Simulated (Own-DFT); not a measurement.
SiC (4H silicon carbide, strained, atoms displaced), SiC (4H silicon carbide, atoms displaced) (calculated)

A calculation, not a measurement: plane-wave PBE density functional theory by an unreviewed code, no spin, of a simulated periodic cell, stress positive in tension, free energy of the whole cell less one offset for each atom, forces on such cells passed a denser k mesh, this cell's mesh not checked; offsets are fitted by least squares, one for each functional and potential file, so energies compare only between cells with the same atoms and settings and are not formation energies; the far tail of each file's local potential was reset to the Coulomb form; each entry is a single point on an unrelaxed cell, so the pressure reflects the starting lattice, mostly measured values (interpolated for alloys), from which strain is counted, and rises with the displacements; printed positions are rounded, which can move forces by about a meV/angstrom; the program, named Own-DFT, is a retired in-house code; no spin-orbit coupling. Program: Own-DFT development build.

Common to all runs: functional PBE; potential files PseudoDojo norm-conserving, scalar-relativistic, standard set; wave cutoff 42 hartree; occupations Fermi-Dirac; smearing width 0.1 eV.

(1) 
```xyz
72
Lattice="9.1670 0.1310 0.0360 -4.4700 7.8768 0.0804 0.0392 0.1238 10.1497" Properties=species:S:1:pos:R:3:force_x:R:1:force_y:R:1:force_z:R:1 formula=SiC hardware=one_NVIDIA_H100 k_mesh=4_x_4_x_3_centred_on_Gamma free_energy_of_cell_above_offsets=-4.662 pressure=7.92 stress_xx=-11.51 stress_yy=-9.47 stress_zz=-2.79 stress_yz=3.85 stress_xz=1.58 stress_xy=7.21 wall_time=354.6
Si     0.0116     0.0855     4.0766     -0.877     -2.658      2.126
Si     0.0488     1.6878     1.7462     -0.363      1.083     -3.471
C      4.6838     7.9396     1.0229      -0.35      1.832      0.603
C      0.0518     1.7614     3.5478       1.08       1.43     -0.581
Si     7.7600     2.6880     4.1827     -3.339       2.51      0.442
Si    -1.4067     4.4384     1.5144     -4.146     -2.454      3.103
C     -1.4722     2.6141     0.9765      0.203      0.077      0.065
C     -1.5057     4.4746     3.5304      3.966     -2.593      -1.34
Si    -2.8770     5.3053     4.1486     -3.921      0.918      1.377
Si    -2.9900     7.0421     1.5950      0.615     -0.462      1.804
C     -2.9698     5.3467     0.9751     -0.422     -2.434        0.3
C     -2.9998     7.0983     3.5440      1.771     -1.038     -0.469
Si    -1.3972     7.9384     4.1555     -1.256      0.722      2.286
Si     3.0366     1.7666     1.6131      1.004      0.856      1.155
C     -1.4749     7.8939     1.0912      2.074      0.244     -1.394
C      3.0401     1.8293     3.6031      1.149      0.634     -1.485
Si     1.5862     2.7219     4.2142     -0.473     -1.037     -0.054
Si     1.5855     4.5244     1.6481      0.603     -2.363     -0.303
C      1.5623     2.5982     0.9998     -1.402      1.884      0.128
C      1.6011     4.4435     3.5972      0.796     -0.138     -1.678
Si     0.1367     5.2263     4.1702     -2.918      2.778      1.279
Si     0.1194     7.0268     1.7103     -0.219      1.367     -0.832
C     -0.0164     5.2511     0.9991      4.085      2.494      0.181
C      0.1326     7.1719     3.5735     -0.214     -3.163     -0.234
Si     1.6438     7.9843     4.1225      0.738      0.913      2.201
Si     6.0987     1.9328     1.6202      0.143     -0.761     -0.409
C      1.7230     7.9635     1.0417     -2.311      0.396     -0.516
C      6.0539     1.8860     3.4831      2.144      0.053      0.827
Si     4.6142     2.7825     4.2284     -0.141     -0.269     -1.557
Si     4.6019     4.4787     1.6073      1.681      0.907      1.754
C      4.5264     2.7888     1.0061      0.814     -2.127     -1.063
C      4.6897     4.5231     3.5368     -0.655      0.151      0.462
Si     3.0836     5.3120     4.2734      2.316      1.343     -1.356
Si     3.1954     7.1133     1.6799     -0.235     -0.473     -0.304
C      3.1656     5.3735     0.9792     -1.726       0.08      1.696
C      3.1654     7.0683     3.5125      0.144      0.861      1.598
Si    -4.4152     7.9648     9.2800     -0.436      0.403     -1.342
Si     4.6538     6.2890     6.7253      0.892      2.325      0.817
C      0.0733     0.1644     6.0077     -2.077     -2.531     -0.616
C      4.6999     6.3335     8.6233      0.059      0.045      0.782
Si     6.2357     5.4663     9.3393     -0.727      0.918     -1.343
Si     6.1545     3.7288     6.8420       0.46     -1.875     -2.184
C      6.1744     5.4197     6.2095      0.765      0.679     -2.157
C      6.1519     3.7200     8.6730      1.204     -0.294      0.709
Si    -1.4016     2.6474     9.2104     -0.942      1.515      0.547
Si     7.6945     1.1584     6.7196     -0.446      -3.61     -0.565
C     -1.3426     2.6219     6.0496     -2.033      3.972     -0.435
C      7.6191     1.1260     8.5346      1.263     -1.443      1.644
Si     1.6457     8.0614     9.2556      1.466     -0.629      0.664
Si     1.5605     6.1894     6.7994      1.255      2.408     -1.165
C      6.1150     0.2236     6.0917      1.031     -1.825     -1.278
C      1.7085     6.2246     8.6266     -2.457      1.161      1.588
Si     3.1981     5.4733     9.3509      0.136     -1.409      -2.82
Si     3.0613     3.6341     6.7326      0.838      0.396     -0.346
C      3.1869     5.4676     6.1064     -2.318      -1.72      0.046
C      3.1039     3.6111     8.6041     -0.276      1.488      0.522
Si     4.6225     2.8046     9.2125     -0.024      0.634       1.46
Si     4.6551     1.0715     6.7200     -1.568      -0.46     -0.579
C      4.6122     2.7895     6.0399      0.492      0.907      1.985
C      4.6541     1.0910     8.6103      -0.72     -0.937     -0.176
Si    -1.3392     8.0314     9.2620     -0.829      0.895      0.872
Si    -1.4792     6.1935     6.7386     -0.026      2.342      0.533
C      3.0166     0.2317     6.1495      2.334     -2.932     -2.215
C     -1.4178     6.3025     8.6609     -0.751     -0.922     -0.609
Si    -0.0023     5.4578     9.3346      3.023     -1.573     -2.133
Si     0.0696     3.6543     6.7695     -0.739     -1.385     -1.238
C      0.0312     5.3453     6.1432       0.67      0.609     -1.494
C      0.1215     3.6010     8.5737     -2.874      1.848      1.399
Si     1.5260     2.8041     9.2323       2.61      -2.01      0.984
Si     1.5108     0.9938     6.6470      0.311      1.373      1.529
C      1.5090     2.8046     6.0601      1.322     -0.417      0.183
C      1.6009     1.0007     8.5774     -1.243       0.49       0.09
```

Units: free_energy_of_cell_above_offsets in eV; pressure, stress_xx, stress_yy, stress_zz, stress_yz, stress_xz, stress_xy in GPa; wall_time in s; force_x, force_y, force_z in eV/Å.

(2) 
```xyz
128
Lattice="12.3308 0.0000 0.0000 -6.1654 10.6788 0.0000 0.0000 0.0000 10.0681" Properties=species:S:1:pos:R:3:force_x:R:1:force_y:R:1:force_z:R:1 formula=SiC hardware=one_NVIDIA_H200 k_mesh=3_x_3_x_3_centred_on_Gamma free_energy_of_cell_above_offsets=-19.151 pressure=3.67 stress_xx=-2.92 stress_yy=-4.12 stress_zz=-3.98 stress_yz=-0.16 stress_xz=0.65 stress_xy=-0.16 wall_time=547.3
Si     0.0118     0.0184     4.1420      0.416     -0.753     -0.781
Si    -0.0240     1.7480     1.5667      0.885      1.328      0.162
C      0.0246     0.0249     1.0044     -0.377     -1.418     -1.305
C      0.0516     1.7221     3.4498     -1.167      1.649       0.33
Si    10.7733     2.6690     4.0821      0.682     -0.311     -0.251
Si    -1.4897     4.4624     1.5696      -1.42     -0.118     -0.221
C     -1.5296     2.7203     0.9311     -0.083     -1.078      0.554
C     -1.5573     4.4740     3.4075      0.232     -0.332      1.718
Si    -3.0686     5.3780     4.1403     -0.248     -0.246     -2.006
Si    -3.0153     7.0939     1.5819     -1.806     -0.061      -0.26
C      9.2334     5.3103     0.9674      0.767      0.461     -0.783
C     -3.0669     7.1852     3.4632     -0.454     -1.617      -0.06
Si    -4.6104     8.0283     4.0716      -0.37      0.115      0.536
Si    -4.6005     9.7260     1.5793     -0.296       2.62      0.498
C      7.6820     8.0511     0.9836      1.169     -2.257     -1.357
C     -4.5962     9.7897     3.4661     -0.441     -0.007      0.309
Si     3.1106     0.0018     4.0855     -0.427     -0.053      0.383
Si     3.0393     1.7678     1.5742      0.992      1.083     -0.331
C      3.0829     0.0611     0.9425     -0.127     -2.191     -0.156
C      3.0512     1.7670     3.4211      1.303      0.323       1.08
Si     1.5560     2.7226     4.0123     -0.345     -2.051      1.414
Si     1.5630     4.4486     1.5402      -0.57      0.348      0.423
C      1.5606     2.7134     0.9557       -0.7     -1.187     -0.677
C      1.5090     4.4225     3.4396      0.433      1.267     -0.286
Si     0.0019     5.3210     4.0866     -0.182      0.651     -0.608
Si    -0.0320     7.1012     1.5172      1.268      0.414      1.545
C     -0.0195     5.3455     0.9329      0.963     -0.021     -0.219
C      0.0300     7.1310     3.4918      -0.77     -0.527     -1.036
Si    -1.5589     7.9928     4.0717      1.501      0.268      -0.01
Si    -1.5883     9.7302     1.5858      0.568      0.904      0.226
C     -1.5478     7.9529     0.9028      0.047      0.902     -0.211
C     -1.5249     9.7377     3.5197     -0.278       1.15      -1.46
Si     6.1703     0.0205     4.0709     -0.293     -0.622      0.885
Si     6.1870     1.7763     1.5607     -0.857      0.024      0.116
C     -0.0225    10.6429     1.0045     -0.113      0.236     -1.084
C      6.1480     1.7996     3.4917      1.089     -0.442     -0.949
Si     4.6803     2.6363     4.1223     -2.298       1.07     -0.901
Si     4.6304     4.4294     1.5091     -0.046     -0.269      1.784
C      4.6205     2.6677     0.8895      0.065     -0.398      1.142
C      4.5917     4.4695     3.5055       1.27     -0.968     -1.148
Si     3.0643     5.3336     4.0296     -0.154     -0.142      1.233
Si     3.1287     7.1782     1.5686     -1.195     -1.414     -0.065
C      3.1051     5.3151     0.9928     -0.146      1.415     -1.483
C      3.0411     7.0898     3.4301      1.198      1.065      0.621
Si     1.5596     8.0330     4.0760      -0.47     -0.584      0.499
Si     1.5205     9.7526     1.5516      0.304       1.08      0.463
C      1.5528     8.0252     0.9460     -0.268     -1.036     -0.437
C      1.5050     9.7698     3.4652      0.777      0.492     -0.806
Si     3.0852    10.6402     3.9729     -0.743      0.927      2.497
Si     9.2757     1.7830     1.5756     -0.888      0.994     -0.459
C      9.2441     0.0464     0.9332     -0.008     -1.125      0.384
C      9.2518     1.7785     3.4452     -0.449      0.027      0.165
Si     7.6900     2.6949     4.1091      0.589     -0.832     -0.584
Si     7.7004     4.4512     1.5711      0.071     -0.346      0.072
C      7.6674     2.6996     0.9201       1.16     -0.698     -0.023
C      7.7031     4.4377     3.4780      0.596      0.615     -0.294
Si     6.1973     5.3247     4.0650     -1.056       0.31      0.356
Si     6.1992     7.0725     1.5526     -0.996      1.284      0.618
C      6.1546     5.3311     0.9450      0.321      0.185     -0.529
C      6.1632     7.1201     3.4797      0.828     -0.385     -0.666
Si     4.6650     7.9929     4.0778     -1.327      0.339      0.318
Si     4.6271     9.7925     1.6275      0.198      0.632     -1.154
C      4.5964     8.0480     0.9238       1.45      -0.51      0.396
C      4.6320     9.8126     3.4901      0.505     -1.043     -0.391
Si     6.1639    10.6696     9.1369     -0.364      0.383      0.011
Si     6.1691     8.8661     6.6339      0.056      0.528     -0.597
C      6.1545    10.6394     5.9899      0.753      0.495      0.257
C      6.1899     8.8862     8.4913     -0.018     -0.043      0.679
Si    -4.5857     8.0083     9.1038     -0.654     -0.101      0.689
Si     7.7608     6.2253     6.6041      -1.04        0.7      0.314
C     -4.6145     8.0111     5.9933     -0.002     -0.363     -0.611
C      7.7070     6.2202     8.5032      0.453       -0.1     -0.086
Si    -3.0511     5.3004     9.0907     -0.863      0.578      0.846
Si     9.2117     3.5535     6.6031      0.891     -0.044     -0.186
C     -3.0702     5.4033     5.9589      0.505     -1.347      0.745
C      9.2466     3.5288     8.5092      0.369      0.727     -0.748
Si    -1.5490     2.6837     9.1509      0.589     -0.894     -0.932
Si    10.8153     0.8527     6.6068     -1.241     -0.161     -0.345
C     10.7452     2.6040     5.9705      0.616      1.476     -0.064
C     10.7552     0.8824     8.4584      0.666      0.193      1.437
Si     3.0715    10.6562     9.1183     -0.104      1.097     -0.305
Si     3.0766     8.9157     6.6029      0.104      0.213      0.159
C      3.0553    10.6740     5.9833      0.549      0.171     -1.128
C      3.1344     8.9362     8.4996     -0.992     -1.487     -0.005
Si     4.6426     8.0147     9.1226     -0.147      0.243     -0.452
Si     4.6609     6.1982     6.5788     -0.392      0.945     -0.358
C      4.6172     8.0510     5.9659      0.295     -1.369      0.039
C      4.6184     6.2294     8.4497      0.227      0.343      0.859
Si     6.1439     5.3754     9.1093      0.517     -1.006      0.001
Si     6.1651     3.6246     6.5635     -0.326     -2.008       1.04
C      6.2251     5.3260     5.9677     -0.329      1.121     -0.391
C      6.1530     3.5432     8.4995      1.079      1.269     -0.876
Si     7.7454     2.6593     9.0710     -1.502      -0.23      0.983
Si     7.7015     0.8994     6.5947     -0.243     -0.702     -0.457
C      7.6893     2.6652     5.9650     -0.072      0.648      0.284
C      7.6735     0.8976     8.4448      0.355     -0.397      1.398
Si    -0.0290    10.6618     9.1320      0.379      0.746      0.095
Si     0.0146     8.8667     6.6031      0.055      1.512     -0.032
C     -0.0164    10.6735     5.9838       0.37      0.226     -0.363
C      0.0359     8.9297     8.5003     -0.734     -1.456     -0.062
Si     1.5383     7.9691     9.1322       0.61      0.997     -0.441
Si     1.5559     6.2338     6.5670      0.097     -0.011      0.625
C      1.5437     8.0286     5.9925      0.393     -0.651     -0.574
C      1.5130     6.2150     8.4904      0.494      0.022      0.048
Si     3.1039     5.3668     9.1177      -0.89     -0.851      0.097
Si     3.0622     3.5507     6.6132      0.022      -0.16     -0.461
C      3.1073     5.3189     6.0034     -0.399      0.268     -1.194
C      3.0377     3.5436     8.4732      1.889       0.85      0.428
Si     4.6732     2.7144     9.1199     -1.662     -1.512     -0.613
Si     4.6268     0.9252     6.6155      0.128     -1.328     -0.213
C      4.6046     2.6473     5.9662      0.316      1.028      0.519
C      4.5999     0.8485     8.4737      0.852      1.345      0.681
Si    -3.0366    10.6740     9.1287     -1.573      0.142     -0.365
Si    -3.0722     8.8998     6.5564      0.019      0.462      0.895
C     -3.0622    10.6754     5.9965     -0.652      0.823     -0.482
C     -3.0841     8.8884     8.5022      0.679      0.078      -0.52
Si    -1.5412     7.9641     9.0643      0.263      0.814      0.401
Si    -1.5262     6.2887     6.5463      0.372     -0.404      0.469
C     -1.5087     8.0741     5.9041     -0.655     -1.235      1.454
C     -1.5400     6.2056     8.4539      0.175     -0.017     -0.061
Si    -0.0081     5.3048     9.1284      0.157      0.428     -0.523
Si     0.0023     3.5392     6.5840     -0.996      0.473      0.786
C      0.0088     5.3621     5.9418     -0.167     -0.674      0.452
C      0.0023     3.5553     8.5455      0.075     -0.365     -1.066
Si     1.5979     2.6523     9.1068     -1.669      0.113      0.833
Si     1.5304     0.9499     6.6063      0.135     -2.084     -0.156
C      1.5025     2.6529     5.9910      0.822      1.119     -1.435
C      1.4964     0.9109     8.4704      1.085     -0.703      0.846
```

Units: free_energy_of_cell_above_offsets in eV; pressure, stress_xx, stress_yy, stress_zz, stress_yz, stress_xz, stress_xy in GPa; wall_time in s; force_x, force_y, force_z in eV/Å.

(3) 
```xyz
32
Lattice="6.1654 0.0000 0.0000 -3.0827 5.3394 0.0000 0.0000 0.0000 10.0681" Properties=species:S:1:pos:R:3:force_x:R:1:force_y:R:1:force_z:R:1 formula=SiC hardware=one_NVIDIA_H100 k_mesh=5_x_5_x_3_centred_on_Gamma free_energy_of_cell_above_offsets=6.657 pressure=11.16 stress_xx=-15.38 stress_yy=-8.68 stress_zz=-9.41 stress_yz=0.57 stress_xz=1.01 stress_xy=-2.51 wall_time=129.1
Si     3.0529     5.2079     4.2114      5.028      5.268      0.041
Si     0.0304     1.9728     1.4187     -1.825     -5.264      2.677
C      0.1158     0.0955     0.8894     -2.117     -1.172      0.064
C     -0.0310     1.9190     3.5574     -0.944      -2.89     -3.792
Si     4.5687     2.5864     4.0050      0.098      1.787      3.157
Si    -1.5356     4.4546     1.6592     -1.086      0.829     -2.022
C      4.5968     2.5152     0.8118      0.479      4.095      0.007
C     -1.5837     4.4852     3.6597      0.738     -2.105     -3.428
Si     3.0420     0.0932     3.9910      0.784     -8.532      6.741
Si     3.1496     1.8633     1.5852     -1.974     -3.395     -2.077
C      3.0185     0.0037     0.8607       1.46      -0.08      2.072
C      3.1024     1.5471     3.3597     -0.723      10.59     -1.476
Si     1.4523     2.6716     3.8992       2.81      1.803      4.448
Si     1.4825     4.3532     1.6679      1.893      4.255     -2.062
C      1.5292     2.6506     0.8844      3.013      1.706      1.486
C      1.6876     4.6615     3.5770     -7.888     -5.833     -4.925
Si     6.0251     0.0800     8.9465      4.131     -0.752      4.659
Si     2.9968     3.6154     6.7115     -0.235     -1.161     -5.578
C      6.0721     0.0898     5.9280      1.151     -1.201      4.456
C      3.0108     3.6119     8.4407      1.251      0.468      2.561
Si    -1.5663     2.7740     8.9613      1.293       0.22      2.021
Si     4.6154     0.9441     6.6217     -2.892     -1.072     -1.338
C     -1.5414     2.6950     6.0622     -1.618      0.018     -0.089
C      4.5524     0.9223     8.5313      4.314      4.752     -3.479
Si     3.2495     0.1271     9.0678     -7.425     -3.885        2.9
Si     0.0579     3.4165     6.7856     -2.028      3.607     -3.869
C     -0.0095     5.2214     6.0176     -0.733      2.332      0.268
C      0.2280     3.6743     8.5418      -3.38     -0.979      0.759
Si     1.5978     2.6557     9.1432     -0.292      1.582      0.094
Si     1.4277     0.8689     6.7478      2.656      0.909      -5.16
C      1.3881     2.7684     5.8923      4.354     -2.884     -0.029
C      1.5411     1.0256     8.4975     -0.291     -3.016      0.913
```

Units: free_energy_of_cell_above_offsets in eV; pressure, stress_xx, stress_yy, stress_zz, stress_yz, stress_xz, stress_xy in GPa; wall_time in s; force_x, force_y, force_z in eV/Å.
